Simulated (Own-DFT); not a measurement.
# A layer strained by its substrate: wurtzite GaN, 72 atoms (Ga36N36)

The numbers are computed, not measured, by runs of the plane-wave DFT program Own-DFT (in-house, retired, unreviewed) at fixed positions, with no spin and no spin-orbit coupling.

Method: PBE; PseudoDojo norm-conserving scalar-relativistic files (stringent for Ga); cutoff 96 hartree; 4 x 4 x 3 k mesh centred on Gamma; Gaussian smearing of 0.01 eV.

Limits: forces not confirmed at this smearing and k mesh; stress not checked against mesh or cutoff.

Unstrained cell vectors in Å: (9.567, 0.000, 0.000); (-4.784, 8.285, 0.000); (0.000, 0.000, 10.370). The unstrained cell has measured lattice constants (interpolated for alloys), not those of this functional. That, the random moves and any unrelaxed bonds set the pressure at no strain. Each run strains x and y alike by e, as a substrate would, and holds the height along z. Each coordinate of each atom was shifted by a normal deviate of width 0.05 Å. Stress is positive in tension.

| e (%) | u (Å) | (s_xx + s_yy)/2 (GPa) | s_zz (GPa) |
|---|---|---|---|
| -2.75 | 0.051 | -24.11 | -11.78 |
| -2.50 | 0.052 | -21.01 | -13.58 |
| -1.75 | 0.049 | ? | ? |
| -1.25 | 0.052 | -15.02 | -8.10 |
| -1.00 | 0.048 | -13.22 | -7.62 |
| -0.50 | 0.050 | -8.88 | -9.49 |
| 0.50 | 0.049 | -3.68 | -6.54 |
| 1.50 | 0.047 | 0.61 | -5.57 |
| 1.75 | 0.053 | 1.35 | -4.23 |
| 3.00 | 0.051 | 6.71 | -3.92 |

## Fit

With e as a fraction, the in-plane stress is -6.9 + 536 e - 2704 e² GPa (errors 14 and 840, scatter 0.78), and s_zz is -7.7 + 155 e GPa (slope ± 23, scatter 1.29). At e = 0 the first slope is C11 + C12 and the second 2 C13, both with the ions held to the strained lattice and at the cell's own pressure. The term in e² is negative: the layer stiffens under compression and softens under tension. A free layer would change its height as e changes, and the in-plane slope would drop by 2 C13²/C33 to the biaxial modulus. At fixed height, a misfit of 1 % moves the in-plane stress by about 5.4 GPa and s_zz by 1.6 GPa.

## The run left out

Asked: what are the two stresses at e = -1.75 %?

From the fit: -17.1 and -10.4 GPa. DFT gave -18.88 and -8.33 GPa.
